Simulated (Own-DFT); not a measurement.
# Misfit strain and the stress it brings: grey tin, 32 atoms (Sn32)

The numbers are computed, not measured, by runs of the plane-wave DFT program Own-DFT (in-house, retired, unreviewed) at fixed positions, with no spin and no spin-orbit coupling.

All runs used: PBE; PseudoDojo norm-conserving scalar-relativistic files; cutoff 42 hartree; 3 x 3 x 5 k mesh centred on Gamma; cold (Marzari-Vanderbilt) smearing of 0.2 eV.

Known weak points: forces on such cells failed a check on a denser k mesh; stress not checked against mesh or cutoff.

Unstrained cell vectors in Å: (12.978, 0.000, 0.000); (0.000, 12.978, 0.000); (0.000, 0.000, 6.489). The unstrained cell has measured lattice constants (interpolated for alloys), not those of this functional. That, the random moves and any unrelaxed bonds set the pressure at no strain. Each run strains x and y alike by e, as a substrate would, and holds the height along z. Each atom got a random Gaussian move of width 0.05 Å along each axis. Stress is positive in tension.

```
e (%)  u (Å)  (s_xx + s_yy)/2 (GPa)  s_zz (GPa)
-2.25  0.047                  -6.34       -5.67
-2.25  0.050                  -6.50       -5.75
-1.75  0.053                  -5.79       -5.16
-1.75  0.054                  -5.80       -5.25
-0.75  0.049                      ?           ?
-0.25  0.048                  -3.91       -3.77
-0.25  0.050                  -3.91       -3.89
 0.50  0.056                  -3.11       -3.27
 0.50  0.049                  -3.04       -3.15
 1.50  0.048                  -2.05       -2.52
 1.50  0.056                  -2.06       -2.54
 2.00  0.048                  -1.46       -2.02
 2.00  0.048                  -1.46       -2.05
```

## Worked fit

With e as a fraction, the in-plane stress is -3.6 + 115 e - 373 e² GPa (errors 1 and 87, scatter 0.05), and s_zz is -3.6 + 84 e - 346 e² GPa (slope ± 1, scatter 0.07). At e = 0 the first slope is C11 + C12 and the second 2 C12, both with the ions held to the strained lattice and at the cell's own pressure. The term in e² is negative: the layer stiffens under compression and softens under tension. A free layer would change its height as e changes, and the in-plane slope would drop by 2 C12²/C11 to the biaxial modulus. At fixed height, a misfit of 1 % moves the in-plane stress by about 1.2 GPa and s_zz by 0.8 GPa.

## The run left out

Question: what are the two stresses at e = -0.75 %?

From the fit: -4.5 and -4.3 GPa. Computed: -4.47 and -4.19 GPa.
